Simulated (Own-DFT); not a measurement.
# Computed records: Al3GaN4 (wurtzite random alloy, strained, atoms displaced)

A calculation, not a measurement: plane-wave PBE density functional theory by an unreviewed code, no spin, of a simulated periodic cell, stress positive in tension, free energy of the whole cell less one offset for each atom, forces on such cells passed a denser k mesh, this cell's mesh not checked; offsets are fitted by least squares, one for each functional and potential file, so energies compare only between cells with the same atoms and settings and are not formation energies; the far tail of each file's local potential was reset to the Coulomb form; each entry is a single point on an unrelaxed cell, so the pressure reflects the starting lattice, mostly measured values, from which strain is counted, and rises with the displacements; printed positions are rounded, which can move forces by about a meV/angstrom; the program is a retired in-house code; no spin-orbit coupling. Program: Own-DFT development build.

Settings shared by all entries: functional PBE; potential files PseudoDojo norm-conserving, scalar-relativistic, standard set with the stringent files for Ga; wave cutoff 96 hartree; occupations Gaussian; smearing width 0.01 eV; k mesh 4 x 4 x 3 centred on Gamma.

(1) 
```xyz
72
Lattice="9.3938 0.0000 0.0000 -4.6969 8.1352 0.0000 0.0000 0.0000 9.9397" Properties=species:S:1:pos:R:3:force_x:R:1:force_y:R:1:force_z:R:1 formula=Al3GaN4 free_energy_of_cell_above_offsets=-22.178 pressure=8.84 stress_xx=-8.34 stress_yy=-6.65 stress_zz=-11.54 stress_yz=-0.04 stress_xz=0.2 stress_xy=-0.35
Al     0.0220     1.8083     9.9262     -0.927       0.46     -0.329
Al     1.5771     0.9328     2.4073     -0.292     -0.244      1.148
N     -0.0001     1.8573     1.9306      0.505     -0.742     -1.115
N      1.5628     0.9327     4.3461      1.054     -0.109     -0.271
Al     0.0062     1.7880     4.9160      0.439      0.199      0.805
Al     1.5816     0.8747     7.4239     -0.801       0.66     -0.317
N     -0.1182     1.6829     6.7614      1.822      1.744      1.936
N      1.6007     1.0214     9.3096     -1.419     -1.204      0.167
Ga    -1.6411     4.5237     9.9087      2.972      2.469      2.011
Al     0.0166     3.6082     2.4283     -1.343      0.854      1.288
N     -1.6119     4.5520     1.9322      0.768     -0.097      1.051
N      0.0440     3.5676     4.4307     -0.504      1.335     -1.352
Al    -1.5314     4.6163     4.8678     -0.272      -2.25      1.368
Al    -0.1346     3.6034     7.5174      1.209     -0.681     -2.843
N     -1.6362     4.5609     6.8435      1.423     -0.619     -0.844
N     -0.0764     3.6512     9.3023      1.892      -0.64      1.766
Ga    -3.1225     7.2406     0.0893      0.056      0.477     -2.005
Al    -1.5200     6.4547     2.5964     -1.306     -1.985      -3.46
N     -3.1460     7.2253     1.9323      1.561       1.31      1.035
N     -1.6536     6.3268     4.3234       1.79      1.479      2.383
Al    -3.1060     7.2656     4.9352     -1.101      0.314      0.873
Al    -1.5495     6.2630     7.4857     -0.808      1.783     -1.176
N     -3.1572     7.2277     6.8820       1.87      0.345     -1.112
N     -1.5651     6.3818     9.2843      0.807     -0.164      1.381
Al     3.1039     1.8049     9.9090      1.727      0.951     -0.173
Ga     4.6421     0.8905     2.4992      0.523      0.169     -0.984
N      3.1113     1.7939     1.8448     -0.723      1.152      0.416
N      4.7418     0.9323     4.3624     -1.677     -0.826      1.227
Al     3.1769     1.9185     4.9093     -0.749     -2.998      1.101
Al     4.7542     0.9711     7.4402     -1.338     -1.328      0.873
N      3.1457     1.7890     6.8752      0.047      0.666     -1.078
N      4.7107     0.9027     9.3678     -0.679     -0.141      -0.74
Al     1.5472     4.5262     0.0321       0.48      -0.34     -1.924
Al     3.0630     3.6818     2.4617      2.087     -1.661     -0.556
N      1.5531     4.4673     1.8710     -0.693      1.215       0.34
N      3.1827     3.5954     4.3490     -0.745      2.032     -0.255
Al     1.6034     4.5163     4.9236     -0.755     -0.509      1.459
Al     3.1129     3.6199     7.3750      0.311      0.293      1.659
N      1.5595     4.5784     6.9283     -0.561      -3.04     -1.867
N      3.1346     3.6320     9.3666      0.143       0.31     -0.413
Al     0.0525     7.1968     9.9312     -1.396      1.307     -0.265
Al     1.5607     6.2783     2.4466      0.017      1.282      0.045
N     -0.0484     7.2237     1.8667      1.189     -1.002       0.13
N      1.4475     6.2705     4.3687      1.966      0.746     -0.492
Al     0.0209     7.2528     4.9500     -1.067      0.169      1.095
Ga     1.4885     6.2808     7.5254      1.077      1.435     -1.277
N     -0.0098     7.2509     6.9140     -0.794      0.538     -1.457
N      1.5943     6.3804     9.3576     -1.932     -2.159      1.431
Ga     6.2592     1.8534     0.0531     -1.071     -0.211     -0.305
Al     7.8939     0.9469     2.4871       -1.4       -1.6      0.198
N      6.2456     1.6845     1.8967      1.186      2.068      2.201
N      7.8723     0.8970     4.4701      -0.68     -0.408     -2.299
Ga     6.2534     1.8390     4.9847       0.97      0.596     -1.479
Al     7.7570     0.8312     7.3748      1.286      1.213      1.793
N      6.2953     1.7466     6.8049      -0.84      0.266      1.921
N      7.7649     0.9962     9.4243      2.458     -1.037     -2.331
Al     4.7571     4.5690     0.0107     -1.233     -0.564     -0.473
Al     6.2702     3.5502     2.5679     -0.619      0.577      -1.55
N      4.6667     4.4885     1.8711      0.571     -0.599      0.666
N      6.2128     3.7146     4.4090      1.772     -1.033     -0.437
Al     4.7105     4.5264     4.9583     -0.451      0.654      0.677
Ga     6.2585     3.5494     7.4654     -0.143      0.858     -0.047
N      4.7243     4.5117     6.8551      -1.27      0.645     -0.141
N      6.3467     3.6598     9.4120     -4.447     -1.275     -1.599
Ga     3.1117     7.2299     9.8457      1.119      1.612      1.351
Ga     4.7197     6.3351     2.5071      -1.11     -0.749     -0.701
N      3.1280     7.2261     1.8402     -0.669      0.381      1.706
N      4.7211     6.2984     4.3801      -0.83      0.985      1.638
Al     3.1160     7.2593     5.0004      0.176     -1.061     -0.404
Al     4.7157     6.4400     7.3744       0.21     -2.661      1.746
N      3.1937     7.2423     6.9062      -1.92     -0.787     -1.154
N      4.6869     6.3642     9.3832       1.08     -0.824     -1.658
```

Units: free_energy_of_cell_above_offsets in eV; pressure, stress_xx, stress_yy, stress_zz, stress_yz, stress_xz, stress_xy in GPa; force_x, force_y, force_z in eV/Å.

(2) 
```xyz
72
Lattice="9.3938 0.0000 0.0000 -4.6969 8.1352 0.0000 0.0000 0.0000 9.9397" Properties=species:S:1:pos:R:3:force_x:R:1:force_y:R:1:force_z:R:1 formula=Al3GaN4 free_energy_of_cell_above_offsets=-21.961 pressure=9.07 stress_xx=-6.89 stress_yy=-9.82 stress_zz=-10.49 stress_yz=-0.65 stress_xz=-0.44 stress_xy=-0.54
Ga    -0.0526     1.8377     0.0162      1.217      0.378     -0.561
Al     1.5226     0.8863     2.5168      0.749      1.514     -0.653
N     -0.0453     1.7940     1.8843      0.324     -0.929      1.678
N      1.5234     0.8704     4.3851      0.105      0.732      0.363
Al    -0.0725     1.8564     4.8924       2.03     -0.113      2.006
Ga     1.5543     0.8364     7.4932     -0.187      1.916     -1.479
N     -0.0740     1.8398     6.8984      1.867     -1.557     -2.142
N      1.5563     0.9733     9.3144     -0.272     -1.577      1.365
Al    -1.5770     4.5784     0.0044      0.528     -0.347      -0.81
Ga    -0.0431     3.5899     2.4363      0.168      0.819      0.037
N     -1.5990     4.6420     1.8712     -0.088     -1.506      0.122
N      0.0263     3.6094     4.3514      0.136      0.963       0.34
Al    -1.5524     4.5446     4.8647     -0.352     -1.643      2.136
Ga    -0.0250     3.5775     7.4597     -0.173      1.166      -0.43
N     -1.5493     4.4887     6.8737     -2.021      1.207     -0.627
N      0.0378     3.6446     9.3152     -0.901      0.906      2.351
Al    -3.1316     7.2507     0.0023       0.93      1.041       0.37
Al    -1.4621     6.3343     2.5215      -1.88      0.879     -0.413
N     -3.1352     7.3128     1.9473      0.788     -1.206     -1.215
N     -1.6387     6.2764     4.3885      1.761      1.445     -0.388
Al    -3.0961     7.2187     5.0094     -0.514      0.377     -0.064
Al    -1.5274     6.3819     7.4505      0.766     -2.247       0.44
N     -2.9918     7.2493     6.9115     -2.692     -1.632      -1.44
N     -1.5348     6.3711     9.3768     -2.218     -0.932     -0.848
Ga     3.1101     1.8756     9.8547      0.662      -2.98      1.434
Al     4.6804     0.8417     2.4726     -0.164       1.35       -0.4
N      3.0459     1.8344     1.7944      0.684     -1.565      2.115
N      4.6944     0.9241     4.3779     -0.616     -0.714     -0.209
Al     3.0723     1.7891     4.9627      0.747       0.52     -1.538
Al     4.7159     0.9793     7.5116      1.248     -2.108     -1.085
N      3.2681     1.7578     6.7476     -1.605      0.317      1.677
N      4.7175     0.8285     9.3551     -0.559      2.631     -1.002
Al     1.5433     4.5073     0.0330      0.318        0.8     -1.581
Ga     3.1153     3.6139     2.4156      1.627     -0.562      0.794
N      1.6140     4.5200     1.8561     -1.347      0.691       0.04
N      3.2078     3.6565     4.3469      -1.54     -0.853      0.697
Al     1.6141     4.5640     4.8906     -0.292     -1.472       1.35
Ga     3.0743     3.4957     7.5088     -0.107       1.77     -2.435
N      1.4861     4.5594     6.8784      1.821     -0.631     -1.548
N      3.1259     3.5718     9.3366      0.558      3.988      1.051
Ga     0.0412     7.2065     9.8292     -1.711      0.607      2.476
Al     1.7062     6.2510     2.4864     -2.649      1.027     -0.533
N     -0.0222     7.2164     1.8987      1.721     -0.252      0.702
N      1.5936     6.3090     4.3410      0.056      0.742      0.434
Al     0.0347     7.2373     4.8984     -0.797     -0.029      1.193
Al     1.6058     6.3058     7.3728     -0.792      1.053      1.174
N     -0.0026     7.2290     6.8984      1.271      0.801     -1.167
N      1.5257     6.3984     9.3755      4.244     -2.839     -1.484
Ga     6.2534     1.8026     0.0264      0.181     -0.641      0.908
Al     7.8818     0.8454     2.6107     -1.879      1.814     -1.504
N      6.2242     1.8117     1.9605      0.735      0.068      0.668
N      7.8843     0.9215     4.4539     -2.189     -0.832     -0.359
Al     6.1789     1.8495     5.0123      1.157     -0.714     -0.974
Al     7.8834     0.8764     7.3444     -0.916      0.462      2.034
N      6.3547     1.8015     6.8571     -1.715     -0.456      0.571
N      7.8560     0.9544     9.4083     -1.223     -2.147     -2.188
Al     4.7447     4.5713     0.0046     -1.084      0.289      0.138
Al     6.2146     3.7028     2.4112      1.822     -2.271      1.507
N      4.7675     4.5556     1.9158     -1.958      2.245     -1.189
N      6.2771     3.5653     4.3989     -0.096      1.492     -0.864
Al     4.7110     4.5151     4.9549      0.668      0.315     -0.626
Al     6.2092     3.5235     7.4611      1.262      2.245     -0.017
N      4.6549     4.5385     6.8057      0.758      -0.77      1.245
N      6.2334     3.6191     9.4586       0.48      1.084     -1.976
Al     3.1533     7.2405     9.9116     -1.183      1.203      0.658
Al     4.7436     6.4715     2.5069     -0.555     -1.865     -0.077
N      3.0823     7.2704     1.9645      1.996     -0.516     -1.113
N      4.7277     6.3698     4.3840     -0.088     -0.501      0.444
Al     3.1548     7.2288     4.9338      0.157      0.205      0.219
Al     4.6832     6.2854     7.3953      0.841      1.006      0.348
N      3.1650     7.2693     6.8219     -0.122     -1.436      0.061
N      4.7032     6.4672     9.3239      0.102     -2.222     -0.208
```

Units: free_energy_of_cell_above_offsets in eV; pressure, stress_xx, stress_yy, stress_zz, stress_yz, stress_xz, stress_xy in GPa; force_x, force_y, force_z in eV/Å.

(3) 
```xyz
72
Lattice="9.3938 0.0000 0.0000 -4.6969 8.1352 0.0000 0.0000 0.0000 10.1913" Properties=species:S:1:pos:R:3:force_x:R:1:force_y:R:1:force_z:R:1 formula=Al3GaN4 free_energy_of_cell_above_offsets=-23.698 pressure=3.58 stress_xx=-7.45 stress_yy=-3.29 stress_zz=-0.01 stress_yz=-0.66 stress_xz=-0.43 stress_xy=-0.73
Al    -0.0648     1.8178    10.1811      1.517      0.178      0.438
Ga     1.5960     0.9904     2.5328     -0.826     -2.516      1.136
N      0.0146     1.8000     1.9929     -1.684     -0.285      -1.92
N      1.5338     0.9198     4.5679      0.154      -0.41      -0.52
Al    -0.0532     1.7222     5.1541      1.829      2.274     -0.204
Al     1.5198     0.8999     7.6533      1.292       0.09     -0.336
N      0.0022     1.8194     7.0445       -1.1     -0.419      0.228
N      1.5860     0.9026     9.5562     -0.354      0.896      0.372
Ga    -1.5382     4.6010     0.0176     -1.088     -0.986     -0.151
Ga    -0.0829     3.5916     2.5539      1.864      0.587       0.87
N     -1.5549     4.5352     1.9367     -0.562     -0.139     -0.154
N      0.0121     3.6600     4.4977     -0.815     -1.268      1.054
Al    -1.6147     4.5121     5.0233      1.603       0.62      1.094
Al     0.0237     3.6394     7.5500     -0.869     -0.115      1.181
N     -1.5566     4.5453     6.9763      0.224     -0.834     -0.016
N     -0.0235     3.6378     9.6525      0.585     -0.871     -1.803
Al    -3.1253     7.2751    10.1583     -0.184     -0.091      0.996
Ga    -1.5600     6.3207     2.5657     -1.503       0.66      0.704
N     -3.2026     7.2058     1.8808     -0.147      0.419      0.647
N     -1.5678     6.3260     4.5599     -0.229      0.406     -0.374
Al    -3.1813     7.2099     5.0853      2.234      1.152      0.606
Al    -1.5684     6.2912     7.5623      -0.55      0.448      1.216
N     -3.0705     7.2406     7.0058     -1.904     -0.442      0.325
N     -1.5712     6.3785     9.6707      0.001      0.685     -2.292
Al     3.1998     1.8311    10.1657     -2.464      0.099      0.773
Al     4.7684     0.8982     2.5601     -1.285      0.682      0.819
N      3.1481     1.7386     1.9818      2.146      2.102     -1.476
N      4.7046     0.9879     4.4727      0.474     -1.113      0.117
Al     3.1231     1.8258     5.0366     -0.244     -0.131       1.31
Ga     4.7774     0.9587     7.7230     -2.727     -0.656     -2.676
N      3.0994     1.8339     7.0155      0.077      0.662      -0.05
N      4.7040     1.0149     9.5572     -2.219     -2.499      0.387
Al     1.4835     4.4817     0.0517      1.622      0.589      0.179
Al     3.1150     3.6315     2.5563      0.695     -0.403     -0.711
N      1.5924     4.5150     1.9973     -0.466      1.076     -1.179
N      3.0323     3.6611     4.4420      2.166     -0.498      0.388
Al     1.5706     4.4565     5.1492     -1.342       1.19     -1.094
Al     3.0885     3.7094     7.6233      0.582     -2.195      0.571
N      1.5746     4.5508     7.0176     -0.249      0.733      0.068
N      3.0974     3.5947     9.5620      0.076      0.973      0.001
Ga     0.0236     7.2660    10.1868      -0.55     -0.146      0.915
Al     1.5702     6.3974     2.5791     -1.116      -1.47     -0.086
N     -0.0404     7.2793     2.0644      1.855      -0.18     -1.609
N      1.4657     6.3151     4.4716      2.529      0.057      0.717
Al     0.0364     7.2197     5.1280     -2.027       1.01     -0.577
Al     1.5871     6.4136     7.5254     -2.124     -1.594      1.462
N     -0.0995     7.2159     7.0010      2.495      0.485      0.494
N      1.5721     6.3388     9.5620     -0.395     -0.851      -1.02
Ga     6.1484     1.7783    10.1533      3.779      2.859      1.781
Al     7.8256     0.9295     2.5255      0.215      0.207      0.293
N      6.2628     1.8257     1.9421      0.315     -1.725     -0.385
N      7.8591     0.9682     4.4915     -1.215     -1.947     -0.666
Al     6.2969     1.7606     5.0902     -0.914      1.417      -0.32
Al     7.7371     0.8938     7.6452      2.083      0.569      0.376
N      6.2744     1.7869     6.9788      0.716     -0.026     -0.404
N      7.8012     1.0033     9.5770     -0.299     -2.144     -0.755
Al     4.7083     4.4882    10.1437     -0.614      1.148      0.759
Ga     6.3014     3.5625     2.5519      -0.93      1.797     -0.378
N      4.7169     4.5038     1.8826     -1.183      0.599      0.641
N      6.2934     3.6555     4.4460     -1.428     -1.181      1.375
Al     4.6700     4.5295     5.0352      0.289     -0.506      0.349
Ga     6.2074     3.6108     7.6207      2.188     -0.105      0.184
N      4.7145     4.4778     7.0489     -2.166      1.752     -1.771
N      6.2423     3.6619     9.5211      0.039     -0.418       0.88
Al     3.0348     7.2245    10.1303      2.401      0.762      0.881
Al     4.6070     6.3884     2.6049      1.267     -0.741     -2.243
N      3.0333     7.3034     1.9296      0.963      -0.46     -0.175
N      4.7574     6.3577     4.4590     -2.559     -0.686      0.488
Al     3.1145     7.2392     5.0778     -0.113     -0.161     -0.113
Al     4.6979     6.2834     7.6561      1.031      0.806      0.277
N      3.1194     7.2081     7.0522      1.034      0.879     -1.038
N      4.7551     6.3703     9.5947     -1.895     -0.656     -0.861
```

Units: free_energy_of_cell_above_offsets in eV; pressure, stress_xx, stress_yy, stress_zz, stress_yz, stress_xz, stress_xy in GPa; force_x, force_y, force_z in eV/Å.
